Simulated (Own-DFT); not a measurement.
# Which way do the neighbours of a vacancy move? 3C SiC, 95 atoms (C48Si47), with one Si vacancy

Calculated results; nothing here was measured. The program, named Own-DFT, is a retired in-house plane-wave density functional code that no person has reviewed. Each row is one single-point run on a periodic cell that was not relaxed, without spin or spin-orbit coupling.

Settings of every run: PBE; PseudoDojo norm-conserving scalar-relativistic files; cutoff 42 hartree; 3 x 4 x 4 k mesh centred on Gamma; Fermi-Dirac smearing of 0.1 eV.

Known limits: a neutral cation vacancy leaves holes that likely carry spin, which these runs leave out; not probed for a lower state with spin; forces on such cells moved up to 12 meV/angstrom on a denser k mesh; stress not checked against mesh or cutoff.

Cell vectors in Å: (13.079, 0.000, 0.000); (0.000, 8.719, 0.000); (0.000, 0.000, 8.719). Every atom was also moved at random, by a Gaussian of width 0.03 Å on each axis. The defect's site can differ from row to row. The empty site has 4 nearest neighbours, all C. For each, d is its distance from the empty site and R the part of its force along the line away from it, positive outwards. The last column is the rms force component on atoms over 4.5 Å away.

| run | d1 (Å) | d2 (Å) | d3 (Å) | d4 (Å) | R1 (eV/Å) | R2 (eV/Å) | R3 (eV/Å) | R4 (eV/Å) | far F (eV/Å) |
|---|---|---|---|---|---|---|---|---|---|
| 1 | 1.851 | 1.871 | 1.876 | 1.897 | 1.69 | 1.67 | 1.81 | 1.43 | 0.84 |
| 2 | 1.884 | 1.898 | 1.899 | 1.900 | 1.35 | 1.28 | 1.82 | 1.60 | 0.78 |
| 3 | 1.886 | 1.907 | 1.914 | 1.919 | 1.54 | 1.32 | 1.21 | 1.39 | 0.82 |
| 4 | 1.866 | 1.866 | 1.902 | 1.912 | 1.22 | 1.74 | 1.04 | 1.09 | 0.93 |
| 5 | 1.829 | 1.876 | 1.876 | 1.890 | 1.95 | 1.57 | 1.36 | 1.62 | 0.84 |
| 6 | 1.811 | 1.886 | 1.893 | 1.899 | 2.47 | 1.47 | 1.48 | 1.06 | 0.90 |
| 7 | 1.817 | 1.876 | 1.920 | 1.939 | 2.06 | 1.62 | 1.17 | 1.10 | 0.83 |
| 8 | 1.834 | 1.840 | 1.886 | 1.902 | ? | ? | ? | ? | ? |

## Worked fit

A straight line through the 28 neighbours shown gives R = 1.51 - 9.0 (d - 1.884) eV/Å, with a scatter of 0.20 left by the moves of the other atoms. The slope, with an error of 1.3, is the pull back towards the neighbour's own site. The constant, 1.51 ± 0.04 eV/Å, is the force at the mean distance: with one bond gone, the neighbours are pushed outwards, away from the empty site. It shows how a relaxation would start, not where it would end, and it depends somewhat on the width of the random moves.

## Withheld run

Question: what mean R should the neighbours of run 8 feel? Their mean d is 1.866 Å.

The line gives 1.67 ± 0.10 eV/Å, by the scatter of the means of the runs shown. The calculation gave R = 2.01, 2.23, 1.78, 1.24, a mean of 1.82 eV/Å.
